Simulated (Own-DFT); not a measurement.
Hf$_{16}$O$_{31}$ (monoclinic hafnia with two neutral oxygen vacancies, atoms displaced), Hf$_{32}$O$_{63}$ (monoclinic hafnia with one neutral oxygen vacancy, atoms displaced) (calculated)

Computed with Own-DFT development build. A calculation, not a measurement: plane-wave PBE and HSE06 DFT by an unreviewed code, no spin, of a simulated cell at Gamma alone, so results move with cell size and shape, stress positive in tension, energies less offsets, not probed for a lower state with spin; hafnium file: forces about 75 meV/angstrom off all-electron values; oxygen file: force components 24 meV/angstrom off all-electron in a glass; k mesh not checked against a denser one; forces and stress are PBE's, HSE06 gives the energy alone, and its difference from PBE has offsets of its own; offsets are fitted by least squares, one for each functional and potential file, so energies compare only between cells with the same atoms and settings and are not formation energies; the far tail of each file's local potential was reset to the Coulomb form; each entry is a single point on an unrelaxed cell, so the pressure reflects the starting lattice, mostly measured values, from which strain is counted, and rises with the displacements; printed positions are rounded, which can move forces by about a meV/angstrom; the program is a retired in-house code; no spin-orbit coupling.

Common to all runs: first functional PBE; second functional HSE06; exact exchange share 0.25; screening 0.11 1/bohr; exchange divergence Gygi-Baldereschi; potential files PseudoDojo norm-conserving, scalar-relativistic, made for PBE, standard set; wave cutoff 48 hartree; occupations fixed; k mesh 1 x 1 x 1 centred on Gamma.

(1) 
```cif
# cell vector a (Å): 10.2340 0.0000 0.0000
# cell vector b (Å): 0.0000 10.3500 0.0000
# cell vector c (Å): -1.6955 0.0000 10.4453
data_Hf16O31
_symmetry_space_group_name_H-M 'P 1'
_symmetry_Int_Tables_number 1
_cell_length_a 10.2340
_cell_length_b 10.3500
_cell_length_c 10.5820
_cell_angle_alpha 90.000
_cell_angle_beta 99.220
_cell_angle_gamma 90.000
_cell_volume 1106.39
loop_
_atom_site_label
_atom_site_type_symbol
_atom_site_fract_x
_atom_site_fract_y
_atom_site_fract_z
_atom_site_occupancy
Hf1 Hf 0.14377 0.01938 0.11241 1
Hf2 Hf 0.37265 0.27286 0.15629 1
Hf3 Hf 0.35812 0.48461 0.40052 1
Hf4 Hf 0.14067 0.22627 0.33417 1
O1 O 0.04398 0.16694 0.17119 1
O2 O 0.46137 0.41526 0.07709 1
O3 O 0.46113 0.32804 0.31817 1
O4 O 0.04084 0.08145 0.42836 1
O5 O 0.23167 0.38457 0.23626 1
O6 O 0.25362 0.10733 0.00560 1
O7 O 0.27572 0.13071 0.25118 1
O8 O 0.21992 0.37516 0.50435 1
Hf5 Hf 0.14479 0.01748 0.60323 1
Hf6 Hf 0.35546 0.28049 0.64720 1
Hf7 Hf 0.35690 0.46198 0.89928 1
Hf8 Hf 0.13033 0.22414 0.84623 1
O9 O 0.03276 0.16957 0.67347 1
O10 O 0.46734 0.43750 0.59262 1
O11 O 0.45735 0.33923 0.83131 1
O12 O 0.04352 0.08139 0.92591 1
O13 O 0.22531 0.37452 0.73739 1
O14 O 0.26152 0.13097 0.50488 1
O15 O 0.27948 0.12593 0.76238 1
O16 O 0.22726 0.35903 0.98905 1
Hf9 Hf 0.14174 0.51165 0.11947 1
Hf10 Hf 0.36824 0.77893 0.14810 1
Hf11 Hf 0.36058 0.99327 0.39688 1
Hf12 Hf 0.12353 0.72172 0.35765 1
O17 O 0.03532 0.64909 0.20182 1
O18 O 0.46411 0.91541 0.09581 1
O19 O 0.01743 0.57697 0.43959 1
O20 O 0.21416 0.88106 0.24888 1
O21 O 0.28109 0.63478 0.00702 1
O22 O 0.26226 0.61414 0.26454 1
O23 O 0.22558 0.85958 0.49684 1
Hf13 Hf 0.13569 0.52917 0.61376 1
Hf14 Hf 0.36312 0.76548 0.64043 1
Hf15 Hf 0.34939 0.95254 0.88818 1
Hf16 Hf 0.14119 0.73305 0.85997 1
O24 O 0.04156 0.66396 0.68803 1
O25 O 0.47573 0.91237 0.57650 1
O26 O 0.46947 0.84539 0.80898 1
O27 O 0.04720 0.58924 0.92982 1
O28 O 0.21835 0.87482 0.74482 1
O29 O 0.26696 0.62653 0.50106 1
O30 O 0.25620 0.62066 0.77775 1
O31 O 0.22162 0.86301 0.99448 1
Hf17 Hf 0.62936 0.01835 0.09058 1
Hf18 Hf 0.84160 0.26421 0.14835 1
Hf19 Hf 0.86912 0.47471 0.38205 1
Hf20 Hf 0.64723 0.23510 0.33482 1
O32 O 0.54878 0.16371 0.17094 1
O33 O 0.95876 0.41369 0.07781 1
O34 O 0.96202 0.31855 0.31652 1
O35 O 0.54953 0.08005 0.43090 1
O36 O 0.72232 0.39153 0.23529 1
O37 O 0.77119 0.12948 0.01505 1
O38 O 0.77860 0.10526 0.26500 1
O39 O 0.73047 0.37109 0.50299 1
Hf21 Hf 0.63608 0.02131 0.60718 1
Hf22 Hf 0.86387 0.27099 0.65184 1
Hf23 Hf 0.85032 0.47359 0.89775 1
Hf24 Hf 0.63630 0.22992 0.85036 1
O40 O 0.54174 0.15765 0.65780 1
O41 O 0.96645 0.41853 0.57896 1
O42 O 0.97111 0.33052 0.82456 1
O43 O 0.53310 0.08220 0.92461 1
O44 O 0.71622 0.37634 0.72145 1
O45 O 0.77752 0.12749 0.51298 1
O46 O 0.78185 0.12840 0.75810 1
O47 O 0.72610 0.37143 0.99460 1
Hf25 Hf 0.62746 0.51600 0.10326 1
Hf26 Hf 0.86719 0.77936 0.14423 1
Hf27 Hf 0.87711 0.98726 0.40437 1
Hf28 Hf 0.64139 0.73159 0.35978 1
O48 O 0.95971 0.92124 0.08435 1
O49 O 0.95701 0.83270 0.31479 1
O50 O 0.54824 0.59558 0.42522 1
O51 O 0.72526 0.88464 0.24009 1
O52 O 0.76970 0.62927 0.00988 1
O53 O 0.78057 0.61798 0.25943 1
O54 O 0.74043 0.87918 0.49329 1
Hf29 Hf 0.62792 0.50466 0.60709 1
Hf30 Hf 0.85565 0.76000 0.63776 1
Hf31 Hf 0.86516 0.97326 0.89741 1
Hf32 Hf 0.64062 0.71655 0.83845 1
O55 O 0.53977 0.67128 0.66782 1
O56 O 0.96226 0.92216 0.58951 1
O57 O 0.95862 0.82769 0.81800 1
O58 O 0.54213 0.59087 0.92521 1
O59 O 0.72382 0.87519 0.73306 1
O60 O 0.77570 0.61708 0.51218 1
O61 O 0.77047 0.63420 0.76240 1
O62 O 0.72662 0.87589 0.99883 1
_calc_PBE_energy_of_cell_above_offsets '-75.467'  # eV
_calc_HSE06_less_PBE_above_offsets '1.147'  # eV
_calc_PBE_pressure 9.81  # GPa
_calc_PBE_stress_xx -11.38  # GPa
_calc_PBE_stress_yy -8.66  # GPa
_calc_PBE_stress_zz -9.39  # GPa
_calc_PBE_stress_yz -0.83  # GPa
_calc_PBE_stress_xz -1.23  # GPa
_calc_PBE_stress_xy 0.14  # GPa
```

Force:
```csv
element,x (eV/Å),y (eV/Å),z (eV/Å)
Hf,-1.147,-0.941,-1.957
Hf,-1.415,-2.186,-4.198
Hf,0.604,1.13,-0.569
Hf,-2.12,1.069,3.468
O,-1.896,0.178,-0.728
O,0.539,-0.012,0.282
O,1.109,1.299,3.077
O,1.343,0.96,-0.987
O,0.073,-2.34,2.32
O,4.085,1.701,0.343
O,1.581,-1.351,1.295
O,1.79,-0.307,-2.322
Hf,-2.17,0.235,1.04
Hf,-0.151,-2.166,-0.426
Hf,-2.817,5.279,0.641
Hf,1.215,-1.013,1.83
O,1.303,-1.478,-0.861
O,-6.409,-3.56,-1.453
O,3.707,-2.94,-1.567
O,-3.319,-1.402,-0.675
O,-0.308,0.818,0.629
O,2.331,0.468,-0.041
O,0.588,-1.208,-0.93
O,-0.028,0.225,0.733
Hf,-1.641,3.139,-4.752
Hf,-1.794,-3.319,1.427
Hf,1.796,-2.141,1.061
Hf,0.952,1.033,1.099
O,-1.408,-0.692,-3.298
O,0.253,0.992,-1.914
O,3.446,3.133,-0.768
O,1.374,0.115,0.222
O,0.662,-0.986,2.473
O,1.623,0.362,0.8
O,0.165,1.742,0.197
Hf,-1.326,-2.021,0.052
Hf,0.563,1.133,0.019
Hf,0.758,4.603,1.448
Hf,-2.883,-1.399,1.177
O,-2.125,0.809,-2.17
O,-2.704,-0.938,-1.323
O,-0.156,-0.932,0.782
O,-2.488,-1.892,0.99
O,0.672,0.391,-1.037
O,0.582,-0.502,1.562
O,4.354,-1.727,-2.388
O,0.151,1.018,0.489
Hf,2.312,-2.449,2.115
Hf,3.875,0.044,-1.371
Hf,-2.418,-0.005,3.316
Hf,-0.573,-2.171,5.615
O,-1.903,2.005,-0.051
O,-0.039,-0.366,0.121
O,-0.276,0.974,0.811
O,-2.207,0.644,-3.324
O,-0.49,-2.854,0.445
O,0.366,0.442,-1.164
O,0.044,3.316,-1.306
O,-0.566,-0.515,-3.293
Hf,4.331,-2.26,-0.96
Hf,0.595,-0.258,-3.04
Hf,3.45,1.956,1.069
Hf,-0.005,-2.004,-0.176
O,-3.831,4.94,2.998
O,0.091,-0.688,0.378
O,-2.438,2.239,1.052
O,-0.723,0.616,-1.729
O,-0.043,-1.011,5.138
O,0.855,0.903,-0.564
O,-1.033,-0.797,2.048
O,-1.31,-0.834,-1.399
Hf,1.374,4.599,-0.291
Hf,-3.187,-2.248,0.064
Hf,-3.153,-1.909,0.119
Hf,2.33,1.864,-1.158
O,1.853,1.071,-1.187
O,1.24,0.617,2.696
O,-3.958,-3.037,-0.077
O,-0.348,-1.222,-0.333
O,1.026,-0.745,-0.095
O,-1.366,0.497,-0.089
O,-1.243,-2.037,-0.948
Hf,6.842,5.313,-2.053
Hf,0.829,1.551,0.472
Hf,0.735,-0.007,-1.21
Hf,-1.553,4.568,3.64
O,-1.358,-0.814,-0.921
O,1.969,-0.021,-0.545
O,-0.354,1.116,1.802
O,-2.381,-2.11,-0.004
O,-0.126,0.402,0.973
O,0.571,0.934,0.052
O,2.832,-4.025,-0.77
O,0.047,-0.605,-1.965
```

(2) 
```cif
# cell vector a (Å): 10.2340 0.0000 0.0000
# cell vector b (Å): 0.0000 10.3500 0.0000
# cell vector c (Å): -1.6955 0.0000 10.4453
data_Hf32O63
_symmetry_space_group_name_H-M 'P 1'
_symmetry_Int_Tables_number 1
_cell_length_a 10.2340
_cell_length_b 10.3500
_cell_length_c 10.5820
_cell_angle_alpha 90.000
_cell_angle_beta 99.220
_cell_angle_gamma 90.000
_cell_volume 1106.39
loop_
_atom_site_label
_atom_site_type_symbol
_atom_site_fract_x
_atom_site_fract_y
_atom_site_fract_z
_atom_site_occupancy
Hf1 Hf 0.13694 0.02070 0.10130 1
Hf2 Hf 0.36367 0.26543 0.14756 1
Hf3 Hf 0.36486 0.47929 0.39568 1
Hf4 Hf 0.13657 0.22931 0.35909 1
O1 O 0.03855 0.15967 0.17435 1
O2 O 0.46466 0.41297 0.07205 1
O3 O 0.46878 0.33753 0.33194 1
O4 O 0.04096 0.08129 0.42857 1
O5 O 0.22261 0.37843 0.23861 1
O6 O 0.27782 0.12723 0.02375 1
O7 O 0.27471 0.12034 0.25388 1
O8 O 0.21983 0.37157 0.48953 1
Hf5 Hf 0.13918 0.03054 0.60018 1
Hf6 Hf 0.35770 0.28067 0.65437 1
Hf7 Hf 0.35919 0.47674 0.89407 1
Hf8 Hf 0.13937 0.23314 0.85621 1
O9 O 0.03673 0.16793 0.67481 1
O10 O 0.46166 0.41013 0.58439 1
O11 O 0.46025 0.32805 0.82574 1
O12 O 0.03702 0.07579 0.92091 1
O13 O 0.22742 0.38041 0.73680 1
O14 O 0.27555 0.12999 0.50879 1
O15 O 0.27272 0.12071 0.76115 1
O16 O 0.21768 0.37534 0.98614 1
Hf9 Hf 0.12826 0.51883 0.08977 1
Hf10 Hf 0.36397 0.76873 0.14791 1
Hf11 Hf 0.36076 0.97802 0.39963 1
Hf12 Hf 0.13875 0.73349 0.35383 1
O17 O 0.04157 0.66295 0.17729 1
O18 O 0.46736 0.91466 0.08147 1
O19 O 0.46783 0.83686 0.31976 1
O20 O 0.02976 0.57809 0.41899 1
O21 O 0.22209 0.87126 0.23898 1
O22 O 0.27813 0.63912 0.01031 1
O23 O 0.28024 0.62512 0.25448 1
O24 O 0.22688 0.86696 0.49094 1
Hf13 Hf 0.14294 0.53289 0.60352 1
Hf14 Hf 0.36333 0.77640 0.65450 1
Hf15 Hf 0.36603 0.97786 0.90021 1
Hf16 Hf 0.14095 0.73264 0.85310 1
O25 O 0.04540 0.66459 0.67629 1
O26 O 0.45726 0.91738 0.58672 1
O27 O 0.45726 0.83578 0.83532 1
O28 O 0.03757 0.58176 0.92594 1
O29 O 0.22584 0.88339 0.74340 1
O30 O 0.28983 0.63174 0.51124 1
O31 O 0.27171 0.61603 0.76387 1
O32 O 0.22511 0.87243 0.99341 1
Hf17 Hf 0.63659 0.01778 0.10099 1
Hf18 Hf 0.85600 0.26818 0.14717 1
Hf19 Hf 0.86777 0.47976 0.39396 1
Hf20 Hf 0.64117 0.23160 0.35532 1
O33 O 0.53833 0.16452 0.17374 1
O34 O 0.96824 0.41700 0.07340 1
O35 O 0.96010 0.32671 0.32002 1
O36 O 0.52803 0.08628 0.42154 1
O37 O 0.72491 0.37966 0.23907 1
O38 O 0.77124 0.12755 0.00895 1
O39 O 0.76716 0.12351 0.25746 1
O40 O 0.72121 0.36251 0.49423 1
Hf21 Hf 0.63540 0.02567 0.60201 1
Hf22 Hf 0.85444 0.27035 0.65271 1
Hf23 Hf 0.85953 0.47507 0.90286 1
Hf24 Hf 0.63979 0.22469 0.84787 1
O41 O 0.53800 0.16363 0.67714 1
O42 O 0.96117 0.41000 0.58104 1
O43 O 0.96239 0.33843 0.82313 1
O44 O 0.53442 0.08800 0.92096 1
O45 O 0.72283 0.38210 0.72922 1
O46 O 0.77234 0.13722 0.50783 1
O47 O 0.77494 0.12530 0.76140 1
O48 O 0.72685 0.35931 0.98350 1
Hf25 Hf 0.63661 0.51950 0.09994 1
Hf26 Hf 0.85874 0.76783 0.15180 1
Hf27 Hf 0.86303 0.98149 0.39550 1
Hf28 Hf 0.63513 0.72938 0.36208 1
O49 O 0.95694 0.91121 0.07537 1
O50 O 0.95678 0.83793 0.33053 1
O51 O 0.53521 0.58071 0.42543 1
O52 O 0.71983 0.88576 0.22917 1
O53 O 0.77602 0.63155 0.00762 1
O54 O 0.78165 0.62239 0.25643 1
O55 O 0.72818 0.86391 0.49280 1
Hf29 Hf 0.63033 0.51843 0.59871 1
Hf30 Hf 0.86360 0.76887 0.64732 1
Hf31 Hf 0.86347 0.97441 0.89743 1
Hf32 Hf 0.64119 0.73062 0.85545 1
O56 O 0.53886 0.67829 0.67252 1
O57 O 0.96117 0.91377 0.58331 1
O58 O 0.96696 0.83344 0.83155 1
O59 O 0.54207 0.59054 0.92182 1
O60 O 0.72021 0.88302 0.74118 1
O61 O 0.77435 0.62452 0.50952 1
O62 O 0.77766 0.62282 0.75926 1
O63 O 0.71997 0.87644 0.99551 1
_calc_PBE_energy_of_cell_above_offsets '-91.132'  # eV
_calc_HSE06_less_PBE_above_offsets '-0.027'  # eV
_calc_PBE_pressure 5.57  # GPa
_calc_PBE_stress_xx -5.45  # GPa
_calc_PBE_stress_yy -5.25  # GPa
_calc_PBE_stress_zz -6.01  # GPa
_calc_PBE_stress_yz -0.6  # GPa
_calc_PBE_stress_xz -0.08  # GPa
_calc_PBE_stress_xy -0.41  # GPa
```

Force:
```csv
element,x (eV/Å),y (eV/Å),z (eV/Å)
Hf,-0.18,-1.064,0.708
Hf,0.046,0.567,0.937
Hf,-1.724,-0.236,-1.327
Hf,1.123,0.612,-1.702
O,-1.57,0.977,0.063
O,0.367,0.537,0.014
O,0.006,-0.39,-0.471
O,-1.343,-0.047,-1.146
O,0.322,-0.175,0.121
O,0.095,0.483,-2.008
O,0.038,-0.539,1.794
O,0.247,0.418,0.038
Hf,-0.34,-1.498,2.346
Hf,0.229,-3.121,-1.829
Hf,0.647,0.619,0.836
Hf,-1.014,-1.46,-0.704
O,-0.283,0.117,0.022
O,0.96,1.639,-0.944
O,0.359,1.06,1.114
O,0.387,1.203,-0.193
O,-1.289,0.727,0.818
O,0.348,0.211,0.229
O,0.246,0.515,0.534
O,0.896,-0.415,-0.435
Hf,2.544,1.063,3.502
Hf,-0.44,-0.159,-0.478
Hf,-0.006,0.297,-0.997
Hf,0.468,-0.933,-0.852
O,-1.402,0.816,-0.025
O,-0.243,0.022,-0.525
O,0.296,-0.171,1.387
O,1.986,1.542,0.605
O,-0.186,0.935,0.51
O,0.216,-1.384,-0.962
O,-0.015,-0.725,1.374
O,-0.641,0.459,0.021
Hf,-0.447,-2.99,-0.806
Hf,-0.285,-0.684,-0.585
Hf,-1.175,1.121,0.219
Hf,0.128,0.438,1.377
O,-1.91,1.336,-0.485
O,1.487,1.355,-0.983
O,1.686,-1.444,-0.309
O,-0.727,0.818,-1.892
O,-0.55,-0.347,-0.308
O,-1.376,-0.291,0.128
O,1,0.466,-0.251
O,0.003,0.119,-0.46
Hf,0.015,1.056,0.187
Hf,0.876,-1.017,-0.703
Hf,-1.523,-1.234,1.16
Hf,-0.827,-0.262,-0.146
O,-1.149,0.881,-0.038
O,-1.953,-1.559,0.554
O,0.251,0.427,0.945
O,0.474,-0.325,0.58
O,-0.273,0.352,-0.425
O,0.855,-0.08,0.025
O,1.514,-0.278,0.604
O,-0.14,1.525,-0.684
Hf,-0.042,-0.525,0.186
Hf,1.592,0.576,-1.775
Hf,0.217,0.935,-2.154
Hf,-0.595,-0.045,1.245
O,-0.876,0.169,-0.976
O,1.144,1.323,-0.845
O,0.67,-0.391,1.106
O,-0.618,-0.479,-0.029
O,-0.926,0.008,1.771
O,0.132,-1.863,0.132
O,0.644,-0.907,-0.127
O,-0.067,1.432,0.701
Hf,-0.495,0.774,0.762
Hf,0.23,0.553,-1.089
Hf,-1.036,0.251,0.456
Hf,0.64,-0.355,-1.56
O,1.049,0.394,0.353
O,1.421,-1.075,-0.072
O,0.028,0.553,-0.645
O,0.408,-1.303,2.384
O,0.224,-0.473,0.469
O,-1.199,-0.396,0.58
O,-0.353,1.079,-0.49
Hf,1.391,0.532,1.521
Hf,-0.652,-0.31,0.233
Hf,-0.655,0.619,0.321
Hf,0.381,1.038,-0.252
O,-0.001,-0.924,-0.106
O,1.008,1.022,-0.648
O,-0.033,-0.767,-0.663
O,-1.733,-1.775,0.354
O,0.514,-0.013,-0.175
O,0.297,0.003,0.041
O,-0.116,-0.237,0.477
O,0.306,-1.305,-1.567
```
